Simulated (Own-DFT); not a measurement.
# Device materials side by side: how hard are they to compress?

No measurement is shown. These are fixed-geometry runs of a retired plane-wave code named Own-DFT, which no person has reviewed; spin and spin-orbit coupling are neglected.

Keep in mind (not all hold for every row): forces on such cells moved up to 12 meV/angstrom on a denser k mesh; forces not confirmed at this smearing and k mesh; k mesh not checked against a denser one; forces on such cells passed a denser k mesh, each cell not checked; stress not checked against mesh or cutoff.

All runs are PBE with PseudoDojo norm-conserving files; cutoff and k mesh are each material's own. Every cell starts from measured lattice constants and was given uniform random strains and small random moves of its atoms. Each triple is the change of volume in per cent, the rms move u in Å and the pressure in GPa.

- 3C SiC (C32Si32), 10.36 Å³/atom unstrained: (-3.99, 0.051, 15.91); (-1.91, 0.050, 10.07); (-1.02, 0.052, 7.65); (-0.17, 0.050, 5.92); (0.04, 0.048, 5.61); (1.46, 0.047, 1.98); (2.08, 0.053, 1.60)
- wurtzite GaN (Ga48N48), 11.42 Å³/atom unstrained: (-2.24, 0.050, 12.48); (-0.71, 0.051, 9.64); (-0.60, 0.047, 8.84); (-0.50, 0.050, 8.76); (0.22, 0.051, 7.51); (1.55, 0.050, 4.84); (1.73, 0.053, 4.91)
- diamond silicon (Si64), 20.02 Å³/atom unstrained: (-2.03, 0.053, 4.84); (-2.02, 0.043, 4.60); (-1.60, 0.053, 4.63); (-0.97, 0.051, 3.70); (0.42, 0.052, 2.19); (1.59, 0.050, 1.23); (1.91, 0.052, 1.05)
- zincblende GaP (Ga32P32), 20.24 Å³/atom unstrained: (-2.69, 0.048, 6.12); (-0.68, 0.050, 4.03); (0.02, 0.054, 3.67); (0.75, 0.053, 2.72); (1.53, 0.050, 1.76); (1.67, 0.050, 1.87); (1.86, 0.049, 1.71)
- zincblende GaAs (As32Ga32), 22.58 Å³/atom unstrained: withheld
- zincblende InP (In48P48), 25.27 Å³/atom unstrained: (-3.27, 0.052, 6.46); (-2.24, 0.050, 5.59); (-1.27, 0.050, 4.72); (-1.05, 0.048, 4.47); (-0.79, 0.051, 4.35); (2.80, 0.052, 1.75); (2.96, 0.047, 1.61)
- grey tin (Sn64), 34.15 Å³/atom unstrained: (-3.37, 0.048, 5.59); (-2.37, 0.053, 5.10); (-2.19, 0.053, 4.95); (-1.63, 0.046, 4.49); (0.53, 0.046, 3.45); (0.85, 0.054, 3.28); (1.82, 0.052, 2.77)

## What the rows give

Fit a line to each set against the fractional change of volume; B is minus its slope, and u is nearly the same within a set. To take it to zero pressure, assume that B rises by 4 GPa for each GPa: B0 = B - 4 x (mean pressure). The bond length of an ideal tetrahedral crystal with the unstrained volume v is d = (√3/4)(8 v)^(1/3). Cohen's empirical rule reads B0 = (1971 - 220 L) d^(-3.5) GPa, with L = 0 for group IV crystals and SiC and 1 for III-V compounds.

```
material,L,d (Å),B (GPa),mean P (GPa),B0 (GPa),rule (GPa)
3C SiC (C32Si32),0,1.888,239 ± 11,7.0,211 ± 11,213
wurtzite GaN (Ga48N48),1,1.950,194 ± 7,8.1,161 ± 7,169
diamond silicon (Si64),0,2.352,98 ± 4,3.2,85 ± 4,99
zincblende GaP (Ga32P32),1,2.360,99 ± 4,3.1,86 ± 4,87
zincblende GaAs (As32Ga32),1,2.448,?,?,?,76
zincblende InP (In48P48),1,2.541,76 ± 2,4.1,60 ± 2,67
grey tin (Sn64),0,2.810,54 ± 1,4.2,37 ± 1,53
```

A line through ln[B0/(1971 - 220 L)] against ln d has a slope of -4.2 ± 0.3 and a scatter of 9 %. Against the rule, B0 stands at 99 % for 3C SiC, 95 % for wurtzite GaN, 86 % for diamond silicon, 99 % for zincblende GaP, 89 % for zincblende InP, 71 % for grey tin. PBE tends to make silicon and heavier crystals too soft, and the rule itself is only a guide.

## Withheld run

Q: what B0 does the fitted trend give for zincblende GaAs (As32Ga32)?

From the line: 65 GPa. Its own runs give B = 77 ± 4 GPa at a mean pressure of 4.0 GPa, so B0 = 61 GPa.
